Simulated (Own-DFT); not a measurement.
# What random displacements cost in grey tin, 64 atoms (Sn64)

All numbers below are calculated, not measured. They come from Own-DFT, an in-house plane-wave density functional program, since retired, whose code no person has reviewed. Each row is one single-point run on a periodic cell that was not relaxed, without spin or spin-orbit coupling.

Settings of every run: PBE; PseudoDojo norm-conserving scalar-relativistic files; cutoff 42 hartree; 3 x 3 x 3 k mesh centred on Gamma; cold (Marzari-Vanderbilt) smearing of 0.2 eV.

Known limits, some of them of some rows only: some atoms lie very close together; forces on such cells moved up to 12 meV/angstrom on a denser k mesh; stress not checked against mesh or cutoff.

Cell vectors in Å: (12.978, 0.000, 0.000); (0.000, 12.978, 0.000); (0.000, 0.000, 12.978). In each run every atom was moved at random and independently from its ideal site; u is the rms move along one axis. E is the free energy for each atom above the fitted value at u = 0, and F the rms of the force components.

| run | u (Å) | E (meV/atom) | F (eV/Å) | largest force (eV/Å) | P (GPa) |
|---|---|---|---|---|---|
| 1 | 0.0193 | 5.5 | 0.216 | 0.75 | 3.38 |
| 2 | 0.0209 | 5.9 | 0.222 | 0.80 | 3.38 |
| 3 | 0.0478 | 35.3 | 0.586 | 2.09 | 3.66 |
| 4 | 0.0479 | 31.4 | 0.543 | 1.82 | 3.62 |
| 5 | 0.0515 | 34.3 | 0.580 | 2.18 | 3.64 |
| 6 | 0.0946 | ? | ? | ? | ? |
| 7 | 0.0986 | 140.3 | 1.228 | 3.73 | 4.64 |
| 8 | 0.1616 | 423.9 | 3.442 | 27.02 | 7.21 |

## Worked fit

For small independent moves the energy grows as E = (3/2) K u², with K the mean stiffness felt by one atom. The runs with u up to 0.11 Å give K = 9.4 ± 0.4 eV/Å², with residuals divided by u² + 0.0006 Å², since the noise grows with the moves. The scatter is 2.4 meV/atom at u = 0.05 Å. The forces follow F = G u with G = 11.5 eV/Å²; no force at u = 0 is resolved. G exceeds K because the moves of its neighbours add to the force on an atom, and stiffness differs between atoms. At u = 0.162 Å the parabola gives 369 meV/atom and the run 424. The pressure follows P = 3.32 + 135 u² GPa: at fixed volume, shortened bonds push harder than stretched ones pull.

## Withheld run

Question: what energy and rms force should run 6 give?

The fit gives 126 ± 9 meV/atom and about 1.09 eV/Å. The calculation gave 111.0 meV/atom and 1.139 eV/Å.
